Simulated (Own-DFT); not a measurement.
# Strain and stress in wurtzite GaN, 72 atoms (Ga36N36)

Source: density functional calculations with Own-DFT, an unreviewed in-house program that is no longer used. Nothing was measured or relaxed, and spin and spin-orbit coupling are left out.

Settings: PBE; PseudoDojo norm-conserving scalar-relativistic files; cutoff 42 hartree; 4 x 4 x 3 k mesh centred on Gamma; Fermi-Dirac smearing of 0.1 eV.

Keep in mind: forces not confirmed at this smearing and k mesh; stress not checked against mesh or cutoff.

Unstrained cell vectors in Å: (9.567, 0.000, 0.000); (-4.783, 8.285, 0.000); (0.000, 0.000, 10.370). The unstrained cell has measured lattice constants (interpolated for alloys), not those of this functional. That, the random moves and any unrelaxed bonds set the pressure at no strain. A uniform strain is put on this cell, atoms riding along. All atoms carry random offsets, Gaussian with a width of 0.05 Å per axis. Strain is the symmetric tensor, in per cent. Stress is positive in tension, and the pressure is minus a third of its trace.

| run | e_xx (%) | e_yy (%) | e_zz (%) | e_yz (%) | e_xz (%) | e_xy (%) | s_xx (GPa) | s_yy (GPa) | s_zz (GPa) | s_yz (GPa) | s_xz (GPa) | s_xy (GPa) | P (GPa) | E (meV/atom) |
|---|---|---|---|---|---|---|---|---|---|---|---|---|---|---|
| 1 | -0.13 | -0.79 | -0.68 | -1.35 | 1.70 | -1.83 | -10.09 | -12.77 | -12.09 | -2.36 | 4.29 | -5.76 | 11.65 | 31.8 |
| 2 | -1.62 | -1.63 | 1.03 | 1.87 | 1.26 | -1.08 | -17.26 | -18.73 | -4.81 | 5.76 | 2.97 | -2.77 | 13.60 | 48.3 |
| 3 | 1.34 | -1.31 | 1.86 | 1.46 | -1.20 | -1.29 | -1.80 | -10.68 | 0.17 | 1.91 | -2.57 | -3.61 | 4.10 | 4.2 |
| 4 | 0.99 | 0.30 | 1.18 | -1.62 | 1.84 | 1.03 | -3.39 | -5.04 | -1.64 | -3.69 | 4.33 | 2.87 | 3.36 | 5.3 |
| 5 | -1.93 | -0.46 | -1.07 | -0.96 | 1.25 | -0.57 | -17.38 | -12.77 | -15.21 | -2.70 | 2.51 | -2.09 | 15.12 | 27.5 |
| 6 | -0.45 | -1.35 | 0.20 | 1.36 | -0.46 | 0.07 | -11.89 | -12.32 | -7.37 | 2.45 | -0.82 | 0.08 | 10.53 | 0.0 |
| 7 | -0.14 | -1.48 | -0.97 | -0.46 | -1.86 | -0.27 | -12.50 | -14.47 | -12.66 | -1.35 | -5.08 | -1.23 | 13.21 | 22.3 |
| 8 | -0.98 | -0.92 | 0.33 | 0.12 | -1.34 | -1.10 | -13.00 | -12.72 | -7.18 | -0.10 | -3.51 | -3.74 | 10.97 | 16.8 |
| 9 | -1.15 | -1.07 | -0.01 | -1.95 | 0.15 | -1.83 | -15.23 | -14.16 | -9.40 | -4.35 | 0.43 | -4.36 | 12.93 | 42.8 |
| 10 | -1.26 | -0.87 | 1.00 | -0.02 | -1.84 | -1.52 | -14.00 | -12.37 | -6.25 | -1.46 | -4.77 | -5.29 | 10.87 | 37.0 |
| 11 | -0.73 | -0.97 | 1.99 | -1.19 | -1.65 | 1.63 | -9.51 | -11.62 | -0.37 | -2.81 | -3.66 | 5.06 | 7.17 | 1.9 |
| 12 | -1.12 | 1.91 | 0.76 | 0.36 | -1.96 | -0.94 | -10.65 | -0.52 | -3.52 | 0.90 | -3.84 | -3.69 | 4.90 | 5.7 |
| 13 | 0.48 | -0.18 | 1.47 | -0.21 | 1.73 | 0.51 | -6.24 | -6.94 | -0.65 | -0.28 | 3.03 | 3.08 | 4.61 | 2.9 |
| 14 | 0.55 | 0.49 | -0.54 | 0.76 | 1.62 | 0.65 | -4.33 | -5.79 | -10.35 | 2.36 | 3.49 | 0.72 | 6.82 | 5.4 |
| 15 | -0.38 | 0.72 | 0.07 | -1.72 | 1.52 | -1.48 | ? | ? | ? | ? | ? | ? | ? | ? |

The last column gives the free energy per atom over the lowest of the runs shown.

## Analysis

Least squares on the runs shown: each stress against a constant and the strains, taken as fractions with shears doubled. Shear strains stay in the fit of a normal stress only where such slopes are resolved. The slopes, in GPa:

```
stress,at no strain,per e_xx,per e_yy,per e_zz,scatter
s_xx,-8.2,437 ± 28,124 ± 28,81 ± 28,0.98
s_yy,-7.8,140 ± 30,431 ± 30,49 ± 29,1.02
s_zz,-8.0,70 ± 22,60 ± 22,455 ± 22,0.77
```

The slope of each shear stress on twice its own strain, from a fit on all six strains: yz 118 ± 10, xz 115 ± 6, xy 145 ± 10 GPa. These are stiffnesses along x, y and z of the frame in which the cell vectors are given, with the crystal's c axis along z: C11, C12, C13 and C33. Hexagonal symmetry asks that xx and yy behave alike, which is a second check on the noise. These are clamped-ion slopes: internal relaxation, where symmetry allows it, would soften some. Symmetry asks for nearly equal slopes across the diagonal; the mismatch is a measure of noise. A ninth of the table's sum, 205 ± 6 GPa, estimates the bulk modulus near the mean pressure of these runs, 9.3 GPa, so it lies above the value at zero pressure.

## Withheld run

Question: what normal stresses and pressure should run 15 give?

The fitted form gives s_xx = -9.0, s_yy = -5.2, s_zz = -7.5 and P = 7.2 GPa. DFT gave -10.10, -5.26, -7.50 and P = 7.62 GPa.
